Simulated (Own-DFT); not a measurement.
# How strain changes the stress of wurtzite GaN, 72 atoms (Ga36N36)

All numbers below are calculated, not measured. The program, named Own-DFT, is a retired in-house plane-wave density functional code that no person has reviewed. Each row is one single-point run on a periodic cell that was not relaxed, without spin or spin-orbit coupling.

Settings of every run: PBE; PseudoDojo norm-conserving scalar-relativistic files (stringent for Ga); cutoff 96 hartree; 4 x 4 x 3 k mesh centred on Gamma; Gaussian smearing of 0.01 eV.

Known limits: forces not confirmed at this smearing and k mesh; stress not checked against mesh or cutoff.

Unstrained cell vectors in Å: (9.567, 0.000, 0.000); (-4.783, 8.285, 0.000); (0.000, 0.000, 10.370). The unstrained cell has measured lattice constants (interpolated for alloys), not those of this functional. That, the random moves and any unrelaxed bonds set the pressure at no strain. Each run strains this cell uniformly, with the atoms carried along. Every atom was also moved at random, by a Gaussian of width 0.05 Å on each axis. Strain is the symmetric tensor, in per cent. Stress is positive in tension, and the pressure is minus a third of its trace.

| run | e_xx (%) | e_yy (%) | e_zz (%) | e_yz (%) | e_xz (%) | e_xy (%) | s_xx (GPa) | s_yy (GPa) | s_zz (GPa) | s_yz (GPa) | s_xz (GPa) | s_xy (GPa) | P (GPa) | E (meV/atom) |
|---|---|---|---|---|---|---|---|---|---|---|---|---|---|---|
| 1 | 1.64 | -0.49 | -1.24 | -0.32 | -1.76 | 0.01 | -3.23 | -8.14 | -10.85 | -0.98 | -4.77 | -0.49 | 7.41 | 16.2 |
| 2 | -0.37 | -0.13 | 1.27 | -0.41 | 0.44 | 0.88 | -7.27 | -6.91 | -2.14 | -0.80 | 0.21 | 1.60 | 5.44 | 8.2 |
| 3 | -0.29 | 0.17 | 0.27 | -1.57 | 0.40 | -1.35 | -8.12 | -6.45 | -7.27 | -3.32 | 1.11 | -4.93 | 7.28 | 22.0 |
| 4 | 1.17 | -1.99 | -1.30 | -0.97 | 1.77 | 1.45 | -5.91 | -19.50 | -12.64 | -1.81 | 4.49 | 6.69 | 12.68 | 55.6 |
| 5 | 0.34 | 0.93 | -0.26 | -1.41 | -1.83 | 1.87 | -5.66 | -2.48 | -8.31 | -2.30 | -4.51 | 5.68 | 5.48 | 23.7 |
| 6 | 1.13 | -1.93 | -0.06 | -0.57 | 1.46 | 0.53 | -5.73 | -13.76 | -7.13 | -1.63 | 2.34 | 2.37 | 8.87 | 24.3 |
| 7 | 1.21 | -0.22 | -0.54 | 0.73 | -0.03 | -1.28 | -2.82 | -6.24 | -9.17 | 1.62 | 0.19 | -2.73 | 6.08 | 10.3 |
| 8 | 1.08 | 1.91 | -1.17 | -0.62 | 1.79 | 0.01 | -1.84 | 1.03 | -9.62 | -1.02 | 3.22 | 0.47 | 3.48 | 3.8 |
| 9 | -0.41 | 0.06 | 0.82 | 0.70 | -0.52 | -0.92 | -9.04 | -5.51 | -4.16 | 0.74 | -1.59 | -2.53 | 6.24 | 7.7 |
| 10 | 1.82 | 1.21 | -0.63 | -0.28 | -0.15 | 0.19 | 3.16 | -2.18 | -9.46 | -0.65 | -0.50 | -0.03 | 2.83 | 5.8 |
| 11 | 0.24 | 0.97 | 1.69 | -0.16 | 1.94 | 0.56 | -3.14 | -2.40 | 1.32 | -0.30 | 3.39 | -0.11 | 1.41 | 0.0 |
| 12 | 1.94 | -1.51 | 0.72 | -1.86 | 0.24 | 1.31 | -1.16 | -10.51 | -3.82 | -3.85 | 0.67 | 3.92 | 5.16 | 18.8 |
| 13 | 0.92 | 1.92 | -0.88 | -0.54 | -0.31 | 1.40 | -1.68 | 0.66 | -10.75 | -0.31 | -0.33 | 4.51 | 3.92 | 25.5 |
| 14 | -0.15 | -1.42 | -0.98 | 0.91 | 1.37 | -0.28 | -8.19 | -14.95 | -12.86 | 2.46 | 2.39 | -1.16 | 12.00 | 16.8 |
| 15 | 0.18 | -1.38 | -1.14 | -1.09 | -0.95 | -1.69 | ? | ? | ? | ? | ? | ? | ? | ? |

E is the free energy for each atom above the lowest run shown.

## Worked fit

Each stress component was fitted by least squares to a constant and the strains of the runs shown, as fractions, with shears doubled. Shear strains stay in the fit of a normal stress only where such slopes are resolved. The slopes, in GPa:

| stress | at no strain | per e_xx | per e_yy | per e_zz | scatter |
|---|---|---|---|---|---|
| s_xx | -7.0 | 386 ± 42 | 127 ± 23 | 65 ± 36 | 1.11 |
| s_yy | -7.3 | 101 ± 53 | 440 ± 30 | 125 ± 45 | 1.41 |
| s_zz | -7.5 | 84 ± 32 | 35 ± 18 | 439 ± 27 | 0.84 |

Each shear stress against twice its own strain: yz 103 ± 7, xz 110 ± 8, xy 157 ± 16 GPa. These are stiffnesses along x, y and z of the frame in which the cell vectors are given, which need not be the crystal's axes. The atoms are held to the strained lattice; where symmetry lets them move under strain, relaxing them would lower some slopes. The table should be nearly symmetric about its diagonal, and what it lacks of that shows the noise. A ninth of its sum, 200 ± 8 GPa, estimates the bulk modulus near the mean pressure of these runs, 6.3 GPa, so it lies above the value at zero pressure.

## Withheld run

Question: what normal stresses and pressure should run 15 give?

The fit gives s_xx = -8.8, s_yy = -14.6, s_zz = -12.9 and P = 12.1 GPa. The calculation gave -7.84, -13.45, -14.98 and P = 12.09 GPa.
